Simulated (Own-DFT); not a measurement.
# Which defects push the lattice out? zincblende GaAs

Everything here is calculated. The program is Own-DFT (plane waves, in-house, since retired, never reviewed by a person); positions were held fixed, and spin and spin-orbit coupling were off.

All runs used: PBE; PseudoDojo norm-conserving scalar-relativistic files; cutoff 42 hartree; 3 x 3 x 3 k mesh centred on Gamma; Fermi-Dirac smearing of 0.1 eV.

Keep in mind (not all hold for every row): not probed for a lower state with spin; forces on such cells failed a check on a denser k mesh; forces not confirmed at this smearing and k mesh; forces on such cells passed a denser k mesh, each cell not checked; stress not checked against mesh or cutoff.

All runs share one cell, with vectors in Å (11.307, 0.000, 0.000); (0.000, 11.307, 0.000); (0.000, 0.000, 11.307) and a volume of 1445.4 Å³. u is the rms random offset of the atoms per axis. The defect's site can differ from row to row.

```
                                        cell     formula   u (Å)  P (GPa)
                                   no defect    As32Ga32  0.0194     3.51
                                   no defect    As32Ga32  0.0209     3.51
                                   no defect    As32Ga32  0.0514     3.95
                    two As on a Ga site each    As34Ga30  0.0285     4.77
                    two As on a Ga site each    As34Ga30  0.0292     4.75
                    two As on a Ga site each    As34Ga30  0.0294     4.79
                         one In on a Ga site  As32Ga31In  0.0298        ?
                         one In on a Ga site  As32Ga31In  0.0304     4.29
                         one In on a Ga site  As32Ga31In  0.0490     4.56
                         one In on a Ga site  As32Ga31In  0.0534     4.79
                            two Ga vacancies    As32Ga30  0.0283     2.90
                            two Ga vacancies    As32Ga30  0.0297     2.85
                            two Ga vacancies    As32Ga30  0.0305     3.01
one As on a Ga site and one Ga on an As site    As32Ga32  0.0307     3.94
one As on a Ga site and one Ga on an As site    As32Ga32  0.0309     3.97
one As on a Ga site and one Ga on an As site    As32Ga32  0.0441     4.12
```

## Fit

P = P0 + c u² + a shift for each defect gives P0 = 3.42 GPa, c = 209 ± 21 GPa/Å² and a scatter of 0.05 GPa. The shifts, and each times the cell's volume:

- two As on a Ga site each: 1.18 ± 0.04 GPa, 10.6 eV (5.3 eV for each of its 2 sites)
- one In on a Ga site: 0.70 ± 0.05 GPa, 6.3 eV
- one As on a Ga site and one Ga on an As site: 0.33 ± 0.04 GPa, 2.9 eV
- two Ga vacancies: -0.68 ± 0.04 GPa, -6.1 eV (-3.1 eV for each of its 2 sites)

Against the defect-free cell, a freed cell would be larger where the shift is positive and smaller where it is negative (160.2 GPa Å³ is 1 eV). The atoms around the defects weren't relaxed, which would change these numbers.

## Test on the hidden row

Question: what pressure belongs in the blank (one In on a Ga site, u = 0.0298 Å)?

The fit gives 4.30 ± 0.06 GPa. The calculation gave 4.24 GPa.
